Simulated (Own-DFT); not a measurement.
# Energy and forces against displacement in hexagonal WC, 64 atoms (C32W32)

Calculated results; nothing here was measured. The program, named Own-DFT, is a retired in-house plane-wave density functional code that no person has reviewed. Each row is one single-point run on a periodic cell that was not relaxed, without spin or spin-orbit coupling.

Settings of every run: PBE; PseudoDojo norm-conserving scalar-relativistic files; cutoff 50 hartree; 4 x 4 x 4 k mesh centred on Gamma; cold (Marzari-Vanderbilt) smearing of 0.2 eV.

Known limits, some of them of some rows only: some atoms lie very close together; forces on such cells moved up to 12 meV/angstrom on a denser k mesh; stress not checked against mesh or cutoff.

Cell vectors in Å: (5.833, -5.052, -2.839); (0.000, -5.052, 8.518); (-5.833, -5.052, -2.839). In each run every atom was moved at random and independently from its ideal site; u is the rms move along one axis. E is the free energy for each atom above the fitted value at u = 0, and F the rms of the force components.

```
run,u (Å),E (meV/atom),F (eV/Å),largest force (eV/Å),P (GPa)
1,0.0195,13.4,0.536,2.06,3.29
2,0.0200,14.0,0.542,2.15,3.31
3,0.0206,16.1,0.604,2.45,3.42
4,0.0500,89.9,1.331,5.29,6.30
5,0.0501,?,?,?,?
6,0.0963,302.3,2.444,9.25,14.99
7,0.0994,365.8,2.884,14.19,17.05
8,0.1007,392.0,2.913,11.87,18.00
9,0.1609,1001.9,5.408,21.35,42.17
```

## Worked fit

For small independent moves the energy grows as E = (3/2) K u², with K the mean stiffness felt by one atom. The runs with u up to 0.11 Å give K = 24.0 ± 0.8 eV/Å², with residuals divided by u² + 0.0006 Å², since the noise grows with the moves. The scatter is 6.0 meV/atom at u = 0.05 Å. The forces follow F = G u with G = 27.7 eV/Å²; no force at u = 0 is resolved. G exceeds K because the moves of its neighbours add to the force on an atom, and stiffness differs between atoms. At u = 0.161 Å the parabola gives 934 meV/atom and the run 1002. The pressure follows P = 2.73 + 1430 u² GPa: at fixed volume, shortened bonds push harder than stretched ones pull.

## Withheld run

Question: what energy and rms force should run 5 give?

The fit gives 91 ± 7 meV/atom and about 1.39 eV/Å. The calculation gave 94.9 meV/atom and 1.431 eV/Å.
